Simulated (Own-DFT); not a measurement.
Simulation results for GaAs (zincblende with one plane slipped along a stacking-fault path, atoms displaced)

A calculation, not a measurement: plane-wave PBE density functional theory by an unreviewed code, no spin, of a simulated periodic cell, stress positive in tension, free energy of the whole cell less one offset for each atom, forces on such cells passed a denser k mesh, this cell's mesh not checked; offsets are fitted by least squares, one for each functional and potential file, so energies compare only between cells with the same atoms and settings and are not formation energies; the far tail of each file's local potential was reset to the Coulomb form; each entry is a single point on an unrelaxed cell, so the pressure reflects the starting lattice, mostly measured values (interpolated for alloys), from which strain is counted, and rises with the displacements; printed positions are rounded, which can move forces by about a meV/angstrom; the program, named Own-DFT, is a retired in-house code; no spin-orbit coupling. Program: Own-DFT development build.

```yaml
- formula: GaAs
  kind: "zincblende with one plane slipped along a stacking-fault path, atoms displaced"
  structure:
    cell_angstrom:
      - [5.6533, -5.6533, 0.0]
      - [0.0, 5.6533, -5.6533]
      - [12.1546, 12.1546, 9.6106]
    atoms_fractional:
      - [Ga, 0.98536, 0.99451, 0.00487]
      - [As, 0.99412, 0.97693, 0.12439]
      - [Ga, 0.15101, 0.29431, 0.16775]
      - [As, 0.10786, 0.23436, 0.29411]
      - [Ga, 0.27025, 0.04677, 0.33222]
      - [As, 0.27597, 0.04583, 0.45533]
      - [Ga, 0.06662, 0.1548, 0.49783]
      - [As, 0.06223, 0.13398, 0.62068]
      - [Ga, 0.20976, 0.42288, 0.66468]
      - [As, 0.20686, 0.39918, 0.78785]
      - [Ga, 0.36404, 0.23205, 0.82681]
      - [As, 0.35559, 0.19626, 0.9631]
      - [Ga, 0.99227, 0.49026, 0.00565]
      - [As, 0.97283, 0.4654, 0.1251]
      - [Ga, 0.14368, 0.79029, 0.1654]
      - [As, 0.12494, 0.74801, 0.29249]
      - [Ga, 0.27166, 0.54405, 0.33344]
      - [As, 0.26009, 0.52449, 0.45772]
      - [Ga, 0.07193, 0.65616, 0.50492]
      - [As, 0.05187, 0.60199, 0.62438]
      - [Ga, 0.22959, 0.94014, 0.66103]
      - [As, 0.20136, 0.90261, 0.79569]
      - [Ga, 0.34215, 0.71488, 0.83296]
      - [As, 0.3462, 0.68758, 0.95964]
      - [Ga, 0.49577, 0.00343, 0.00096]
      - [As, 0.50402, 0.97137, 0.12487]
      - [Ga, 0.64817, 0.27722, 0.16009]
      - [As, 0.64383, 0.24627, 0.29321]
      - [Ga, 0.77462, 0.05458, 0.33974]
      - [As, 0.75537, 0.02314, 0.45812]
      - [Ga, 0.5741, 0.14013, 0.50015]
      - [As, 0.5482, 0.11687, 0.63202]
      - [Ga, 0.69961, 0.41412, 0.66663]
      - [As, 0.69369, 0.39004, 0.78591]
      - [Ga, 0.85862, 0.23061, 0.83261]
      - [As, 0.82538, 0.18083, 0.95904]
      - [Ga, 0.50401, 0.50531, 0.99788]
      - [As, 0.47887, 0.46759, 0.12751]
      - [Ga, 0.63128, 0.77898, 0.16449]
      - [As, 0.6215, 0.72949, 0.28783]
      - [Ga, 0.77938, 0.57239, 0.32788]
      - [As, 0.77156, 0.53767, 0.45732]
      - [Ga, 0.57945, 0.64002, 0.50115]
      - [As, 0.55798, 0.60694, 0.62226]
      - [Ga, 0.70649, 0.92023, 0.66925]
      - [As, 0.70709, 0.89133, 0.78951]
      - [Ga, 0.84451, 0.6979, 0.83654]
      - [As, 0.82619, 0.66455, 0.957]
  settings:
    functional: PBE
    potential_files: "PseudoDojo norm-conserving, scalar-relativistic, standard set"
    "wave_cutoff [hartree]": 42.0
    occupations: Fermi-Dirac
    "smearing_width [eV]": 0.1
    k_mesh: "4 x 4 x 2 centred on Gamma"
  results:
    "free_energy_of_cell_above_offsets [eV]": "-15.197"
    "pressure [GPa]": 4.82
    "stress_xx [GPa]": -5.53
    "stress_yy [GPa]": -5.45
    "stress_zz [GPa]": -3.47
    "stress_yz [GPa]": 0.68
    "stress_xz [GPa]": -0.09
    "stress_xy [GPa]": -0.59
    force_element: [Ga, As, Ga, As, Ga, As, Ga, As, Ga, As, Ga, As, Ga, As, Ga, As, Ga, As, Ga, As, Ga, As, Ga, As, Ga, As, Ga, As, Ga, As, Ga, As, Ga, As, Ga, As, Ga, As, Ga, As, Ga, As, Ga, As, Ga, As, Ga, As]
    "force_x [eV/angstrom]": [-0.443, -0.231, -0.518, -0.164, 1.288, -1.168, 1.119, -0.957, 1.076, -0.648, 0.968, -2.309, -0.224, 1.457, 0.541, -0.854, 0.567, -0.296, 0.523, 0.505, -1.355, -1.447, 1.154, -0.876, -0.036, -1.921, 0.626, -1.749, -0.903, 0.058, 1.096, -0.349, 1.076, 0.771, 0.202, 0.524, 0.267, -0.112, 1.563, -0.639, 1.204, -1.01, -0.459, 0.145, 0.091, 0.145, 0.025, 1.676]
    "force_y [eV/angstrom]": [-1.156, 0.736, 0.69, -0.966, 0.329, 0.062, 0.04, -0.945, 0.527, 1.24, 0.368, -0.384, -0.668, -0.376, -0.152, -1.269, 0.336, -0.101, -0.579, 1.118, 1.86, -0.033, -0.805, 0.135, 0.03, 0.419, 2.204, 0.413, -1.148, -0.945, 1.96, -3.257, 0.451, 0.588, -1.044, -0.973, 1.329, -1.432, -0.648, 1.859, -0.693, -1.745, 1.242, 0.79, -0.479, 1.492, -0.628, 0.204]
    "force_z [eV/angstrom]": [-1.07, 0.913, 0.362, 0.242, -1.664, 1.565, -1.182, 2.271, -1.221, -0.126, 1.54, 0.496, -1.153, -0.2, -0.062, 0.793, -0.862, 0.68, -1.654, 0.174, 1.528, -0.284, -0.174, 0.471, 0.123, 0.576, 0.218, -0.188, -0.196, 1.946, -1.123, 0.119, -2.104, -0.066, 0.813, -0.094, 0.266, -0.026, -0.131, -0.781, 1.13, 0.985, -1.209, 0.338, -0.913, 0.392, -1.042, -0.418]
```
